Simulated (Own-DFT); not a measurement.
# What random displacements cost in beta-Si3N4, 112 atoms (N64Si48)

Calculated results; nothing here was measured. The program, named Own-DFT, is a retired in-house plane-wave density functional code that no person has reviewed. Each row is one single-point run on a periodic cell that was not relaxed, without spin or spin-orbit coupling.

Settings of every run: PBEsol; PseudoDojo norm-conserving scalar-relativistic files, made for PBE; cutoff 42 hartree; 2 x 2 x 4 k mesh centred on Gamma; Fermi-Dirac smearing of 0.1 eV.

Known limits, some of them of some rows only: some atoms lie very close together; forces on such cells moved up to 12 meV/angstrom on a denser k mesh; stress not checked against mesh or cutoff.

Cell vectors in Å: (15.212, 0.000, 0.000); (-7.606, 13.174, 0.000); (0.000, 0.000, 5.818). In each run every atom was moved at random and independently from its ideal site; u is the rms move along one axis. E is the free energy for each atom above the fitted value at u = 0, and F the rms of the force components.

```
run   u (Å)  E (meV/atom)  F (eV/Å)  largest force (eV/Å)  P (GPa)
  1  0.0190          16.9     0.824                  2.94     3.00
  2  0.0202          18.4     0.853                  3.11     3.19
  3  0.0204             ?         ?                     ?        ?
  4  0.0485         118.9     2.150                 11.84     5.81
  5  0.0499         113.1     2.020                  8.38     5.74
  6  0.1008         514.7     5.616                 42.61    16.32
  7  0.1032         458.3     4.508                 24.19    14.88
  8  0.1034         477.3     4.826                 33.40    14.44
  9  0.1494        1033.0     8.022                 45.98    28.87
```

## Worked fit

For small independent moves the energy grows as E = (3/2) K u², with K the mean stiffness felt by one atom. The runs with u up to 0.11 Å give K = 31.1 ± 1.1 eV/Å², with residuals divided by u² + 0.0006 Å², since the noise grows with the moves. The scatter is 8.9 meV/atom at u = 0.05 Å. The forces follow F = G u with G = 45.5 eV/Å²; no force at u = 0 is resolved. G exceeds K because the moves of its neighbours add to the force on an atom, and stiffness differs between atoms. At u = 0.149 Å the parabola gives 1041 meV/atom and the run 1033. The pressure follows P = 2.78 + 1183 u² GPa: at fixed volume, shortened bonds push harder than stretched ones pull.

## Withheld run

Question: what energy and rms force should run 3 give?

The fit gives 19 ± 3 meV/atom and about 0.93 eV/Å. The calculation gave 19.6 meV/atom and 0.879 eV/Å.
